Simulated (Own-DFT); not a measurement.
# Strain and stress in wurtzite AlN, 72 atoms (Al36N36)

All numbers below are calculated, not measured. They come from Own-DFT, an in-house plane-wave density functional program, since retired, whose code no person has reviewed. Each row is one single-point run on a periodic cell that was not relaxed, without spin or spin-orbit coupling.

Settings of every run: PBE; PseudoDojo norm-conserving scalar-relativistic files; cutoff 42 hartree; 4 x 4 x 3 k mesh centred on Gamma; Gaussian smearing of 0.01 eV.

Known limits: k mesh not checked against a denser one; stress not checked against mesh or cutoff.

Unstrained cell vectors in Å: (9.336, 0.000, 0.000); (-4.668, 8.085, 0.000); (0.000, 0.000, 9.964). The unstrained cell has measured lattice constants (interpolated for alloys), not those of this functional. That, the random moves and any unrelaxed bonds set the pressure at no strain. Each run strains this cell uniformly, with the atoms carried along. Every atom was also moved at random, by a Gaussian of width 0.05 Å on each axis. Strain is the symmetric tensor, in per cent. Stress is positive in tension, and the pressure is minus a third of its trace.

| run | e_xx (%) | e_yy (%) | e_zz (%) | e_yz (%) | e_xz (%) | e_xy (%) | s_xx (GPa) | s_yy (GPa) | s_zz (GPa) | s_yz (GPa) | s_xz (GPa) | s_xy (GPa) | P (GPa) | E (meV/atom) |
|---|---|---|---|---|---|---|---|---|---|---|---|---|---|---|
| 1 | 1.90 | 1.98 | -1.43 | 1.51 | -1.02 | 0.30 | 2.61 | 2.78 | -10.33 | 4.73 | -2.16 | 0.86 | 1.64 | 52.4 |
| 2 | -0.81 | 0.79 | 0.20 | -0.55 | -0.65 | -0.07 | -9.40 | -2.16 | -4.58 | -1.37 | -2.33 | -0.62 | 5.38 | 21.2 |
| 3 | 1.43 | 1.06 | 0.80 | 0.43 | -0.19 | 1.68 | 1.37 | 1.85 | -0.70 | 0.88 | -0.17 | 4.75 | -0.84 | 20.5 |
| 4 | 0.44 | 1.44 | 0.08 | 1.22 | -0.12 | 1.27 | -1.73 | 0.63 | -3.05 | 2.59 | 0.12 | 3.59 | 1.38 | 14.2 |
| 5 | 1.44 | 0.31 | 0.59 | -1.41 | -1.81 | 1.14 | 2.35 | -1.36 | -4.44 | -4.17 | -4.55 | 3.91 | 1.15 | 22.0 |
| 6 | -1.17 | 0.18 | -0.52 | 1.00 | -0.05 | 1.17 | -13.29 | -6.93 | -6.38 | 3.40 | -0.22 | 4.00 | 8.87 | 22.4 |
| 7 | -1.40 | 1.81 | -0.83 | 0.41 | -1.28 | -0.52 | -12.12 | 0.04 | -8.01 | 0.66 | -3.69 | -2.96 | 6.70 | 25.3 |
| 8 | -0.16 | -0.84 | 1.53 | 0.63 | 0.39 | 0.15 | -8.94 | -9.96 | 3.89 | 2.02 | 1.05 | 0.09 | 5.00 | 18.8 |
| 9 | 1.19 | -0.26 | 0.46 | 0.56 | 1.30 | -0.81 | 0.57 | -5.19 | -2.58 | 1.39 | 2.90 | -3.23 | 2.40 | 0.0 |
| 10 | -1.79 | 0.57 | -0.11 | -0.81 | -0.13 | -1.37 | -13.91 | -3.65 | -8.10 | -2.69 | -0.40 | -4.57 | 8.55 | 20.3 |
| 11 | 1.65 | 0.84 | -1.10 | -1.10 | -0.62 | -1.62 | 1.45 | -0.35 | -10.06 | -2.60 | -1.92 | -5.81 | 2.99 | 25.1 |
| 12 | -1.74 | -1.27 | 1.97 | 0.33 | -1.81 | 0.29 | -15.28 | -12.93 | 2.60 | -0.42 | -3.42 | 1.22 | 8.53 | 33.8 |
| 13 | 1.38 | 1.35 | -1.18 | -1.53 | -1.89 | 0.00 | 0.40 | 2.34 | -9.58 | -3.72 | -4.96 | 0.90 | 2.28 | 14.4 |
| 14 | 1.62 | -0.77 | -0.11 | -0.23 | -1.50 | -0.80 | 0.43 | -11.30 | -4.21 | -1.72 | -3.56 | -3.38 | 5.02 | 41.5 |
| 15 | -1.99 | 0.43 | -1.78 | -0.07 | 1.30 | -1.19 | -19.29 | -7.58 | -12.72 | -0.93 | 1.81 | -4.35 | 13.20 | 45.3 |
| 16 | -0.57 | 1.70 | 1.59 | -1.65 | -0.63 | -0.06 | -4.72 | 1.23 | 1.92 | -3.29 | -1.63 | 1.32 | 0.52 | 25.5 |
| 17 | 1.93 | -1.87 | 0.75 | -1.15 | -1.20 | -1.59 | 1.08 | -10.93 | -2.76 | -3.59 | -2.82 | -5.71 | 4.20 | 32.8 |
| 18 | -0.46 | 1.27 | 1.47 | 0.83 | 1.47 | -1.01 | ? | ? | ? | ? | ? | ? | ? | ? |

E is the free energy for each atom above the lowest run shown.

## Worked fit

Each stress component was fitted by least squares to a constant and the strains of the runs shown, as fractions, with shears doubled. Shear strains stay in the fit of a normal stress only where such slopes are resolved. The slopes, in GPa:

```
stress  at no strain  per e_xx  per e_yy  per e_zz  scatter
  s_xx          -6.9  500 ± 17  150 ± 25  128 ± 26     1.01
  s_yy          -6.0  106 ± 24  467 ± 36   64 ± 37     1.42
  s_zz          -5.0   17 ± 23   18 ± 34  434 ± 35     1.35
```

Each shear stress against twice its own strain: yz 126 ± 11, xz 109 ± 5, xy 175 ± 11 GPa. These are stiffnesses along x, y and z of the frame in which the cell vectors are given, which need not be the crystal's axes. The atoms are held to the strained lattice; where symmetry lets them move under strain, relaxing them would lower some slopes. The table should be nearly symmetric about its diagonal, and what it lacks of that shows the noise. A ninth of its sum, 209 ± 6 GPa, estimates the bulk modulus near the mean pressure of these runs, 4.5 GPa, so it lies above the value at zero pressure.

## Withheld run

Question: what normal stresses and pressure should run 18 give?

The fit gives s_xx = -5.4, s_yy = 0.4, s_zz = 1.5 and P = 1.2 GPa. The calculation gave -5.09, 0.85, 0.89 and P = 1.12 GPa.
